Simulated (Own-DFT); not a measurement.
# Shaking the atoms of 3C SiC, 64 atoms (C32Si32)

All numbers below are calculated, not measured. They come from Own-DFT, an in-house plane-wave density functional program, since retired, whose code no person has reviewed. Each row is one single-point run on a periodic cell that was not relaxed, without spin or spin-orbit coupling.

Settings of every run: PBE; PseudoDojo norm-conserving scalar-relativistic files; cutoff 42 hartree; 4 x 4 x 4 k mesh centred on Gamma; Fermi-Dirac smearing of 0.1 eV.

Known limits, some of them of some rows only: some atoms lie very close together; forces on such cells passed a denser k mesh, each cell not checked; stress not checked against mesh or cutoff.

Cell vectors in Å: (8.719, 0.000, 0.000); (0.000, 8.719, 0.000); (0.000, 0.000, 8.719). In each run every atom was moved at random and independently from its ideal site; u is the rms move along one axis. E is the free energy for each atom above the fitted value at u = 0, and F the rms of the force components.

| run | u (Å) | E (meV/atom) | F (eV/Å) | largest force (eV/Å) | P (GPa) |
|---|---|---|---|---|---|
| 1 | 0.0294 | 34.1 | 0.862 | 4.29 | 3.78 |
| 2 | 0.0301 | 35.7 | 0.879 | 2.57 | 3.84 |
| 3 | 0.0554 | 113.6 | 1.637 | 6.06 | 5.73 |
| 4 | 0.0604 | ? | ? | ? | ? |
| 5 | 0.0992 | 361.6 | 2.993 | 14.42 | 11.10 |
| 6 | 0.1020 | 416.9 | 3.744 | 16.53 | 13.02 |
| 7 | 0.1067 | 470.3 | 3.925 | 20.37 | 13.64 |
| 8 | 0.1490 | 822.1 | 5.075 | 25.64 | 21.19 |

## Worked fit

For small independent moves the energy grows as E = (3/2) K u², with K the mean stiffness felt by one atom. The runs with u up to 0.11 Å give K = 26.0 ± 0.8 eV/Å², with residuals divided by u² + 0.0006 Å², since the noise grows with the moves. The scatter is 5.7 meV/atom at u = 0.05 Å. The forces follow F = G u with G = 32.1 eV/Å²; no force at u = 0 is resolved. G exceeds K because the moves of its neighbours add to the force on an atom, and stiffness differs between atoms. At u = 0.149 Å the parabola gives 866 meV/atom and the run 822. The pressure follows P = 2.95 + 917 u² GPa: at fixed volume, shortened bonds push harder than stretched ones pull.

## Withheld run

Question: what energy and rms force should run 4 give?

The fit gives 142 ± 9 meV/atom and about 1.94 eV/Å. The calculation gave 123.9 meV/atom and 1.632 eV/Å. This run lies off the fit, by chance or by something that the fit leaves out.
